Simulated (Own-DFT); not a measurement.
Simulation results for SiC (4H silicon carbide, atoms displaced)

Computed with Own-DFT development build. A calculation, not a measurement: plane-wave PBE density functional theory by an unreviewed code, no spin, of a simulated periodic cell, stress positive in tension, free energy of the whole cell less one offset for each atom, forces on such cells passed a denser k mesh, this cell's mesh not checked; offsets are fitted by least squares, one for each functional and potential file, so energies compare only between cells with the same atoms and settings and are not formation energies; the far tail of each file's local potential was reset to the Coulomb form; each entry is a single point on an unrelaxed cell, so the pressure reflects the starting lattice, mostly measured values (interpolated for alloys), from which strain is counted, and rises with the displacements; printed positions are rounded, which can move forces by about a meV/angstrom; the program, named Own-DFT, is a retired in-house code; no spin-orbit coupling; before rounding, a Quantum ESPRESSO 7.3.1 run of the same cell and cutoff gave forces within 1 meV/angstrom rms on each cell, which checks the program and not the settings.

Common to all runs: functional PBE; potential files PseudoDojo norm-conserving, scalar-relativistic, standard set; wave cutoff 42 hartree; occupations Fermi-Dirac; smearing width 0.1 eV; k mesh 5 x 5 x 3 centred on Gamma.

(1) SiC (4H silicon carbide, atoms displaced)

```
cell vectors (Å)
   6.1654     0.0000     0.0000
  -3.0827     5.3394     0.0000
   0.0000     0.0000    10.0681
atoms (fractions of the cell vectors)
Si  0.00997  0.03098  0.39838
Si  0.15864  0.32951  0.15254
C   0.00966  0.99258  0.09827
C   0.18296  0.34081  0.33682
Si  0.03417  0.54412  0.38974
Si  0.19479  0.84523  0.14341
C   0.99138  0.53107  0.10641
C   0.17884  0.84326  0.33176
Si  0.46323  0.95161  0.40931
Si  0.68317  0.35517  0.15689
C   0.51397  0.02654  0.09767
C   0.65113  0.31223  0.35294
Si  0.48910  0.52680  0.41185
Si  0.65610  0.82867  0.16134
C   0.49589  0.48219  0.09295
C   0.65520  0.85120  0.34385
Si  0.00871  0.01508  0.91561
Si  0.81174  0.65520  0.67281
C   0.00170  0.01968  0.58389
C   0.83566  0.67333  0.85585
Si  0.99652  0.53847  0.90436
Si  0.84366  0.18354  0.64045
C   0.00291  0.50461  0.58839
C   0.81972  0.16391  0.84198
Si  0.47249  0.98455  0.89662
Si  0.33388  0.69851  0.67994
C   0.49693  0.98743  0.58919
C   0.32792  0.63365  0.85261
Si  0.51387  0.51916  0.91769
Si  0.30038  0.14393  0.67537
C   0.48397  0.49017  0.59292
C   0.32163  0.13848  0.84151
```

```
free energy of cell above offsets : 4.899 eV
pressure                          : 9.48 GPa
stress xx                         : -10.95 GPa
stress yy                         : -7.67 GPa
stress zz                         : -9.82 GPa
stress yz                         : 2.63 GPa
stress xz                         : -2.88 GPa
stress xy                         : 0.44 GPa
```

Force:
```tsv
element	x (eV/Å)	y (eV/Å)	z (eV/Å)
Si	0.398	-2.858	0.938
Si	0.191	0.643	0.253
C	-2.298	0.96	-0.155
C	-2.051	1.927	-0.463
Si	-2.925	-6.771	2.907
Si	-1.501	1.617	2.986
C	4.232	-2.07	-3.783
C	-3.333	1.81	-1.001
Si	-0.008	6.996	1.185
Si	-1.862	-2.72	3.626
C	1.807	-1.651	-2.685
C	0.312	2.68	-1.035
Si	4.271	-2.707	-0.115
Si	0.615	0.697	-1.25
C	-1.931	2.24	0.819
C	3.982	-1.632	-0.721
Si	-2.234	-0.091	-1.007
Si	0.126	0.48	-4.936
C	0.595	-2.408	1.421
C	-3.75	2.637	-1.944
Si	4.84	-6.343	2.783
Si	-1.342	-1.191	1.866
C	-0.489	2.9	1.043
C	0.376	0.994	-0.04
Si	4.987	0.575	3.072
Si	1.386	-4.268	-5.205
C	-1.175	1.679	2.329
C	-3.077	2.933	0.741
Si	0.977	-2.809	-0.742
Si	1.284	2.41	-7.986
C	-0.312	0.77	3.532
C	-2.091	2.57	3.567
```

(2) SiC (4H silicon carbide, atoms displaced)

```
cell vectors (Å)
   6.1654     0.0000     0.0000
  -3.0827     5.3394     0.0000
   0.0000     0.0000    10.0681
atoms (fractions of the cell vectors)
Si  0.03247  0.01139  0.40578
Si  0.17172  0.36025  0.16864
C   0.02399  0.01054  0.09875
C   0.17023  0.34815  0.34960
Si  0.99400  0.48172  0.41196
Si  0.16839  0.83732  0.15204
C   0.99944  0.48080  0.09276
C   0.19644  0.85691  0.34698
Si  0.49495  0.00700  0.40766
Si  0.65741  0.33846  0.16421
C   0.47940  0.00146  0.08744
C   0.65399  0.33530  0.34128
Si  0.48921  0.46515  0.40529
Si  0.67498  0.84865  0.16276
C   0.47887  0.51034  0.09556
C   0.66542  0.81983  0.35128
Si  0.01392  0.02294  0.90549
Si  0.82125  0.68526  0.65624
C   0.00173  0.97286  0.58303
C   0.80999  0.65462  0.83338
Si  0.01184  0.48470  0.90019
Si  0.86196  0.17275  0.67165
C   0.99961  0.51393  0.60796
C   0.83195  0.19171  0.83117
Si  0.50089  0.03798  0.91819
Si  0.35140  0.67519  0.64251
C   0.51088  0.01845  0.59093
C   0.31186  0.64217  0.83506
Si  0.46922  0.49107  0.89529
Si  0.29986  0.17766  0.64758
C   0.50233  0.51028  0.57754
C   0.36710  0.17614  0.84655
```

```
free energy of cell above offsets : 5.040 eV
pressure                          : 11 GPa
stress xx                         : -11.43 GPa
stress yy                         : -6.73 GPa
stress zz                         : -14.84 GPa
stress yz                         : 0.89 GPa
stress xz                         : 0 GPa
stress xy                         : 0.57 GPa
```

Force:
```tsv
element	x (eV/Å)	y (eV/Å)	z (eV/Å)
Si	-3.69	-1.632	-1.828
Si	1.776	-2.878	-1.311
C	-3.386	0.798	-0.778
C	0.47	-2.136	-0.066
Si	-1.998	2.921	1.748
Si	-0.005	-1.666	1.399
C	-3.402	2.071	-0.27
C	-2.642	-3.741	-2.207
Si	4.736	-0.208	1.12
Si	-0.489	0.353	-3.394
C	2.991	1.29	3.249
C	4.044	-1.418	0.357
Si	-2.068	5.491	-0.797
Si	0.042	-0.952	-0.851
C	2.832	0.724	-0.543
C	0.337	1.578	-0.751
Si	-0.125	-2.435	0.466
Si	2.081	-4.462	0.147
C	-2.304	3.949	1.312
C	0.533	2.063	3.044
Si	-3.914	3.103	1.35
Si	-3.002	0.204	-8.484
C	1.192	-1.206	-2.903
C	0.738	-4.102	7.304
Si	5.921	-4.802	-2.184
Si	-3.167	1.327	1.368
C	0.091	0.031	1.074
C	1.174	3.577	-1.024
Si	3.066	2.353	2.796
Si	6.48	0.124	1.791
C	-0.171	-1.338	2.926
C	-8.144	1.021	-4.06
```

(3) SiC (4H silicon carbide, atoms displaced)

```
cell vectors (Å)
   6.1654     0.0000     0.0000
  -3.0827     5.3394     0.0000
   0.0000     0.0000    10.0681
atoms (fractions of the cell vectors)
Si  0.99731  0.01171  0.40044
Si  0.19007  0.34064  0.15383
C   0.01496  0.98743  0.09409
C   0.15480  0.33704  0.35533
Si  0.00870  0.48170  0.40265
Si  0.16749  0.82511  0.15516
C   0.01350  0.52066  0.09188
C   0.16381  0.84174  0.35570
Si  0.50495  0.98953  0.38578
Si  0.65953  0.32918  0.15695
C   0.52533  0.01281  0.08543
C   0.67275  0.34491  0.34779
Si  0.50498  0.49288  0.40277
Si  0.67120  0.84907  0.16359
C   0.50716  0.50466  0.10264
C   0.66690  0.82622  0.36327
Si  0.95926  0.97636  0.89701
Si  0.82349  0.65633  0.64418
C   0.99798  0.00260  0.61203
C   0.84138  0.68581  0.84646
Si  0.96440  0.46949  0.91492
Si  0.85041  0.17082  0.64986
C   0.01156  0.52242  0.59147
C   0.81875  0.17601  0.85090
Si  0.45415  0.99534  0.92831
Si  0.30240  0.70143  0.64691
C   0.50759  0.99951  0.60480
C   0.32007  0.69356  0.85571
Si  0.50874  0.49303  0.91478
Si  0.33161  0.16099  0.67395
C   0.48093  0.51002  0.58456
C   0.34123  0.16185  0.84983
```

```
free energy of cell above offsets : 5.521 eV
pressure                          : 11.09 GPa
stress xx                         : -10.22 GPa
stress yy                         : -15.15 GPa
stress zz                         : -7.89 GPa
stress yz                         : -3.52 GPa
stress xz                         : -1.17 GPa
stress xy                         : 2.66 GPa
```

Force:
```tsv
element	x (eV/Å)	y (eV/Å)	z (eV/Å)
Si	1.774	-1.051	3.176
Si	-3.382	-1.631	0.367
C	-2.836	2.005	-0.124
C	6.041	-1.989	-4.52
Si	-6.367	5.239	2.501
Si	0.327	1.607	1.879
C	0.088	-4.135	1.747
C	1.226	-1.304	-2.713
Si	-2.959	2.225	4.841
Si	2.078	1.937	0.919
C	-0.786	-0.29	7.797
C	1.683	-2.495	-1.776
Si	-1.994	-0.288	2.573
Si	2.678	-1.124	-0.721
C	0.673	1.052	-0.403
C	0.24	0.228	-4.081
Si	0.977	6.552	2.693
Si	-2.676	0.896	2.058
C	2.299	-0.963	-2.934
C	-0.284	-7.31	-2.022
Si	2.043	5.799	-1.422
Si	-3.662	1.072	2.955
C	-3.183	-4.544	-2.158
C	0.405	-3.706	-1.592
Si	3.924	-1.163	-6.99
Si	6.85	-2.053	4.681
C	-0.394	4.495	-3.129
C	0.657	-4.196	-1.239
Si	-2.612	2.01	-2.058
Si	0.463	1.753	-3.631
C	1.106	-1.04	2.278
C	-4.396	2.414	1.048
```

(4) SiC (4H silicon carbide, atoms displaced)

```
cell vectors (Å)
   6.1654     0.0000     0.0000
  -3.0827     5.3394     0.0000
   0.0000     0.0000    10.0681
atoms (fractions of the cell vectors)
Si  0.97873  0.97193  0.40100
Si  0.18915  0.33270  0.16295
C   0.00244  0.00742  0.09452
C   0.17617  0.35526  0.34103
Si  0.97540  0.51277  0.39994
Si  0.16606  0.81299  0.16572
C   0.98464  0.50936  0.08703
C   0.15508  0.82579  0.34227
Si  0.47717  0.99758  0.40377
Si  0.64549  0.32504  0.16869
C   0.46894  0.96133  0.09547
C   0.64455  0.30357  0.34953
Si  0.52599  0.50719  0.40521
Si  0.67302  0.84639  0.16883
C   0.53791  0.51006  0.09789
C   0.65807  0.82060  0.33247
Si  0.99405  0.02586  0.92418
Si  0.84798  0.70092  0.63831
C   0.99436  0.97700  0.60035
C   0.84638  0.67745  0.84676
Si  0.99116  0.51912  0.90392
Si  0.81004  0.17639  0.65170
C   0.98295  0.50968  0.59692
C   0.86733  0.17084  0.85636
Si  0.49481  0.02622  0.91109
Si  0.36024  0.69575  0.64631
C   0.50744  0.00303  0.58976
C   0.35436  0.69452  0.84444
Si  0.49188  0.49309  0.92329
Si  0.30793  0.16717  0.66664
C   0.52124  0.49277  0.58836
C   0.33622  0.15526  0.84488
```

```
free energy of cell above offsets : 6.491 eV
pressure                          : 12.27 GPa
stress xx                         : -7.92 GPa
stress yy                         : -15.23 GPa
stress zz                         : -13.67 GPa
stress yz                         : 4.53 GPa
stress xz                         : -4.4 GPa
stress xy                         : 2.82 GPa
```

Force:
```tsv
element	x (eV/Å)	y (eV/Å)	z (eV/Å)
Si	-0.137	4.459	0.995
Si	-2.175	1.077	-1.912
C	0.775	-0.039	4.243
C	-0.189	-1.535	2.224
Si	3.906	-3.478	2.293
Si	-2.823	0.267	-3.352
C	1.487	-2.252	2.747
C	-0.371	0.861	0.773
Si	2.072	-2.417	1.701
Si	3.766	-1.56	-2.473
C	1.617	3.636	0.798
C	0.343	3.373	-1.557
Si	-4.083	-1.979	0.513
Si	0.638	-0.482	-7.213
C	-4.074	0.233	1.432
C	-0.429	0.93	6.303
Si	6.295	-5.795	-1.836
Si	-0.474	-12.24	7.847
C	-1.87	12.58	-5.291
C	-3.862	1.32	-1.174
Si	3.758	-0.856	0.004
Si	4.039	1.024	2.531
C	3.015	-0.022	-2.128
C	-8.864	4.516	-4.41
Si	5.503	-3.877	0.811
Si	-0.668	-4.643	2.748
C	-3.003	0.923	-1.432
C	-0.416	-1.596	-0.02
Si	1.015	2.387	-4.599
Si	2.688	0.858	-1.574
C	-3.11	0.928	0.402
C	-4.368	3.395	0.607
```
